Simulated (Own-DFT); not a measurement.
# How strain changes the stress of C40 NbSi2, 36 atoms (Nb12Si24)

These are calculations, not measurements. They come from Own-DFT, an in-house plane-wave density functional program, since retired, whose code no person has reviewed. Each row is one single-point run on a periodic cell that was not relaxed, without spin or spin-orbit coupling.

Settings of every run: PBE; PseudoDojo norm-conserving scalar-relativistic files; cutoff 42 hartree; 4 x 4 x 5 k mesh centred on Gamma; cold (Marzari-Vanderbilt) smearing of 0.2 eV.

Known limits: forces on such cells failed a check on a denser k mesh; stress not checked against mesh or cutoff.

Unstrained cell vectors in Å: (0.000, 8.324, 0.000); (-9.613, 0.000, 0.000); (0.000, 0.000, 6.586). The unstrained cell was taken from the Materials Project. The random moves and any unrelaxed bonds add to the pressure at no strain. Each run strains this cell uniformly, with the atoms carried along. Every atom was also moved at random, by a Gaussian of width 0.05 Å on each axis. Strain is the symmetric tensor, in per cent. Stress is positive in tension, and the pressure is minus a third of its trace.

```
run,e_xx (%),e_yy (%),e_zz (%),e_yz (%),e_xz (%),e_xy (%),s_xx (GPa),s_yy (GPa),s_zz (GPa),s_yz (GPa),s_xz (GPa),s_xy (GPa),P (GPa),E (meV/atom)
1,0.39,1.33,0.65,0.83,-0.21,0.46,-0.46,2.81,0.14,2.13,-0.70,1.18,-0.83,7.2
2,0.20,-0.68,1.49,-1.81,0.65,-0.51,-0.35,-4.05,1.92,-5.52,1.07,-1.41,0.83,1.9
3,1.79,1.56,1.79,-0.58,-0.33,-0.28,5.62,5.31,6.11,-0.98,-0.60,-0.79,-5.68,4.5
4,-1.70,-0.99,-1.03,0.21,0.36,-1.59,-10.73,-8.23,-10.80,0.79,1.28,-4.99,9.92,8.8
5,-0.77,-0.48,-0.57,1.61,1.87,1.64,-7.20,-5.92,-8.07,5.01,5.90,5.39,7.06,32.9
6,-0.55,-1.65,0.81,-0.33,-1.96,1.74,-4.90,-8.49,-1.46,-1.00,-5.64,5.24,4.95,5.6
7,-1.46,0.54,0.99,-1.11,1.07,-1.71,-6.68,-0.62,-0.30,-2.58,3.61,-5.22,2.53,4.4
8,1.52,1.80,-1.91,0.30,-0.51,1.70,2.54,3.40,-10.07,0.67,-1.89,4.64,1.38,6.1
9,-0.59,0.29,0.85,0.83,0.87,-1.71,-4.75,-0.54,0.24,2.75,2.41,-5.02,1.68,0.0
10,0.90,1.89,1.66,-1.82,1.04,-1.52,1.98,5.67,4.57,-4.93,2.88,-4.42,-4.07,21.2
11,1.37,1.42,-1.09,0.31,1.38,-0.58,2.78,2.22,-6.54,0.95,4.40,-1.80,0.51,4.0
12,-0.39,-1.98,-0.62,1.21,-0.75,0.25,-5.56,-11.60,-9.67,4.29,-1.74,1.00,8.94,27.2
13,-1.69,-1.86,-1.27,-0.51,-1.15,1.72,-12.94,-12.30,-13.52,-1.87,-4.72,5.61,12.92,44.6
14,1.22,1.59,-0.88,-0.82,1.20,0.43,1.83,3.61,-5.63,-2.07,3.57,1.10,0.06,4.4
15,-0.04,-0.81,0.96,-1.63,0.91,-1.61,-2.99,-4.56,-1.43,-4.65,2.96,-4.83,2.99,20.7
16,1.00,1.42,-1.16,0.85,-1.37,-1.61,?,?,?,?,?,?,?,?
```

E is the free energy for each atom above the lowest run shown.

## Worked fit

Each stress component was fitted by least squares to a constant and the strains of the runs shown, as fractions, with shears doubled. Shear strains stay in the fit of a normal stress only where such slopes are resolved. The slopes, in GPa:

```
stress  at no strain  per e_xx  per e_yy  per e_zz  scatter
  s_xx          -3.0  398 ± 26   44 ± 21   82 ± 16     0.74
  s_yy          -2.8   48 ± 16  385 ± 13   86 ± 10     0.45
  s_zz          -4.3   64 ± 22   96 ± 18  445 ± 14     0.63
```

Each shear stress against twice its own strain: yz 152 ± 6, xz 151 ± 9, xy 155 ± 3 GPa. These are stiffnesses along x, y and z of the frame in which the cell vectors are given, which need not be the crystal's axes. The atoms are held to the strained lattice; where symmetry lets them move under strain, relaxing them would lower some slopes. The table should be nearly symmetric about its diagonal, and what it lacks of that shows the noise. A ninth of its sum, 183 ± 5 GPa, estimates the bulk modulus near the mean pressure of these runs, 2.9 GPa, so it lies above the value at zero pressure.

## Withheld run

Question: what normal stresses and pressure should run 16 give?

The fit gives s_xx = 0.7, s_yy = 2.1, s_zz = -7.5 and P = 1.6 GPa. The calculation gave 1.16, 2.35, -7.70 and P = 1.40 GPa.
